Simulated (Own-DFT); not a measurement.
# What a defect does to the pressure of its cell: 4H SiC

No measurement is shown. These are fixed-geometry runs of a retired plane-wave code named Own-DFT, which no person has reviewed; spin and spin-orbit coupling are neglected.

Method: PBE; PseudoDojo norm-conserving scalar-relativistic files; cutoff 42 hartree; 4 x 4 x 3 k mesh centred on Gamma; Fermi-Dirac smearing of 0.1 eV.

Known weak points (not all hold for every row): not probed for a lower state with spin; forces on such cells failed a check on a denser k mesh; forces on such cells passed a denser k mesh, each cell not checked; stress not checked against mesh or cutoff.

All runs share one cell, with vectors in Å (9.248, 0.000, 0.000); (-4.624, 8.009, 0.000); (0.000, 0.000, 10.068) and a volume of 745.7 Å³. The atoms are randomly displaced, by u rms on each axis. The defect's site can differ from row to row.

```
cell,formula,u (Å),P (GPa)
no defect,C36Si36,0.0326,3.77
no defect,C36Si36,0.0340,4.20
no defect,C36Si36,0.0554,5.57
one C on a Si site and one Si on a C site,C36Si36,0.0308,7.63
one C on a Si site and one Si on a C site,C36Si36,0.0315,7.39
one C on a Si site and one Si on a C site,C36Si36,0.0482,8.48
one C vacancy,C35Si36,0.0303,3.59
one C vacancy,C35Si36,0.0498,4.77
one C vacancy,C35Si36,0.0524,6.20
two N on a C site each,C34N2Si36,0.0296,2.81
two N on a C site each,C34N2Si36,0.0310,2.68
two N on a C site each,C34N2Si36,0.0514,4.19
one Al on a Si site and one N on a C site,AlC35NSi35,0.0467,4.97
one Al on a Si site and one N on a C site,AlC35NSi35,0.0482,5.49
one Al on a Si site and one N on a C site,AlC35NSi35,0.0499,5.22
one Al on a Si site and one N on a C site,AlC35NSi35,0.0518,?
```

## Working it out

P = P0 + c u² + a shift for each defect gives P0 = 2.93 GPa, c = 898 ± 125 GPa/Å² and a scatter of 0.35 GPa. The shifts, and each times the cell's volume:

- one C on a Si site and one Si on a C site: 3.63 ± 0.29 GPa, 16.9 eV
- one Al on a Si site and one N on a C site: 0.21 ± 0.29 GPa, 1.0 eV (not resolved)
- one C vacancy: 0.09 ± 0.29 GPa, 0.4 eV (not resolved)
- two N on a C site each: -1.04 ± 0.29 GPa, -4.8 eV (-2.4 eV for each of its 2 sites)

Against the defect-free cell, a freed cell would be larger where the shift is positive and smaller where it is negative (160.2 GPa Å³ is 1 eV). The atoms around the defects weren't relaxed, which would change these numbers.

## Check

The question: what pressure belongs in the blank (one Al on a Si site and one N on a C site, u = 0.0518 Å)?

From the fit: 5.55 ± 0.41 GPa. The hidden result is 5.13 GPa.
